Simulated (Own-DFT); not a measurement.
# What a defect does to the pressure of its cell: 2H SiC

Everything here is calculated. The program is Own-DFT (plane waves, in-house, since retired, never reviewed by a person); positions were held fixed, and spin and spin-orbit coupling were off.

All runs used: PBE; PseudoDojo norm-conserving scalar-relativistic files; cutoff 42 hartree; 4 x 4 x 3 k mesh centred on Gamma; Fermi-Dirac smearing of 0.1 eV.

Limits (not all hold for every row): some atoms lie very close together; not probed for a lower state with spin; forces on such cells moved up to 12 meV/angstrom on a denser k mesh; forces on such cells passed a denser k mesh, each cell not checked; stress not checked against mesh or cutoff.

All runs share one cell, with vectors in Å (9.248, 0.000, 0.000); (-4.624, 8.009, 0.000); (0.000, 0.000, 10.068) and a volume of 745.7 Å³. u is the rms random offset of the atoms per axis. The defect's site can differ from row to row.

| cell | formula | u (Å) | P (GPa) |
|---|---|---|---|
| no defect | C36Si36 | 0.0295 | 3.81 |
| no defect | C36Si36 | 0.0581 | 6.19 |
| no defect | C36Si36 | 0.0609 | 5.98 |
| one Al on a Si site and one N on a C site | AlC35NSi35 | 0.0287 | 4.05 |
| one Al on a Si site and one N on a C site | AlC35NSi35 | 0.0329 | 4.18 |
| one Al on a Si site and one N on a C site | AlC35NSi35 | 0.0510 | 5.49 |
| one Si on a C site | C35Si37 | 0.0282 | 10.40 |
| one Si on a C site | C35Si37 | 0.0515 | 12.06 |
| one Si on a C site | C35Si37 | 0.0523 | 12.11 |
| one C on a Si site | C37Si35 | 0.0271 | 1.71 |
| one C on a Si site | C37Si35 | 0.0513 | 3.82 |
| one C on a Si site | C37Si35 | 0.0518 | 3.46 |
| one C vacancy | C35Si36 | 0.0288 | 3.72 |
| one C vacancy | C35Si36 | 0.0294 | 3.80 |
| one C vacancy | C35Si36 | 0.0314 | ? |
| one C vacancy | C35Si36 | 0.0315 | 3.92 |

## Analysis

P = P0 + c u² + a shift for each defect gives P0 = 2.99 GPa, c = 879 ± 50 GPa/Å² and a scatter of 0.17 GPa. The shifts, and each times the cell's volume:

- one Si on a C site: 6.72 ± 0.14 GPa, 31.3 eV
- one Al on a Si site and one N on a C site: 0.26 ± 0.15 GPa, 1.2 eV (not resolved)
- one C vacancy: 0.03 ± 0.17 GPa, 0.1 eV (not resolved)
- one C on a Si site: -1.77 ± 0.14 GPa, -8.2 eV

Positive is outwards. The product with the volume (160.2 GPa Å³ to the eV) is nearly free of the cell's size; divided by the bulk modulus at the cell's pressure it gives the volume that the defect adds. The atoms around the defects weren't relaxed, which would change these numbers.

## Withheld run

Asked: what pressure belongs in the blank (one C vacancy, u = 0.0314 Å)?

From the fit: 3.89 ± 0.20 GPa. The run itself gave 3.68 GPa.
